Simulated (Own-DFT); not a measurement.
# Shaking the atoms of zincblende GaP, 96 atoms (Ga48P48)

All numbers below are calculated, not measured. They come from Own-DFT, an in-house plane-wave density functional program, since retired, whose code no person has reviewed. Each row is one single-point run on a periodic cell that was not relaxed, without spin or spin-orbit coupling.

Settings of every run: PBE; PseudoDojo norm-conserving scalar-relativistic files; cutoff 42 hartree; 2 x 3 x 3 k mesh centred on Gamma; Fermi-Dirac smearing of 0.1 eV.

Known limits, some of them of some rows only: some atoms lie very close together; forces on such cells moved up to 12 meV/angstrom on a denser k mesh; forces on such cells passed a denser k mesh, each cell not checked; stress not checked against mesh or cutoff.

Cell vectors in Å: (16.352, 0.000, 0.000); (0.000, 10.901, 0.000); (0.000, 0.000, 10.901). In each run every atom was moved at random and independently from its ideal site; u is the rms move along one axis. E is the free energy for each atom above the fitted value at u = 0, and F the rms of the force components.

| run | u (Å) | E (meV/atom) | F (eV/Å) | largest force (eV/Å) | P (GPa) |
|---|---|---|---|---|---|
| 1 | 0.0190 | 5.0 | 0.242 | 0.86 | 2.68 |
| 2 | 0.0200 | 6.5 | 0.279 | 0.93 | 2.72 |
| 3 | 0.0201 | 7.1 | 0.298 | 1.00 | 2.73 |
| 4 | 0.0479 | 37.3 | 0.657 | 2.46 | 3.13 |
| 5 | 0.0512 | ? | ? | ? | ? |
| 6 | 0.0515 | 47.7 | 0.764 | 3.24 | 3.30 |
| 7 | 0.0962 | 141.9 | 1.334 | 6.16 | 4.58 |
| 8 | 0.0967 | 156.4 | 1.424 | 5.52 | 4.83 |
| 9 | 0.1083 | 180.7 | 1.467 | 5.91 | 5.16 |
| 10 | 0.1477 | 356.4 | 2.472 | 14.03 | 7.61 |
| 11 | 0.1831 | 596.1 | 3.641 | 19.92 | 11.16 |

## Worked fit

For small independent moves the energy grows as E = (3/2) K u², with K the mean stiffness felt by one atom. The runs with u up to 0.11 Å give K = 10.8 ± 0.3 eV/Å², with residuals divided by u² + 0.0006 Å², since the noise grows with the moves. The scatter is 2.7 meV/atom at u = 0.05 Å. The forces follow F = G u with G = 14.0 eV/Å²; no force at u = 0 is resolved. G exceeds K because the moves of its neighbours add to the force on an atom, and stiffness differs between atoms. At u = 0.183 Å the parabola gives 544 meV/atom and the run 596. The pressure follows P = 2.64 + 219 u² GPa: at fixed volume, shortened bonds push harder than stretched ones pull.

## Withheld run

Question: what energy and rms force should run 5 give?

The fit gives 43 ± 3 meV/atom and about 0.72 eV/Å. The calculation gave 47.8 meV/atom and 0.757 eV/Å.
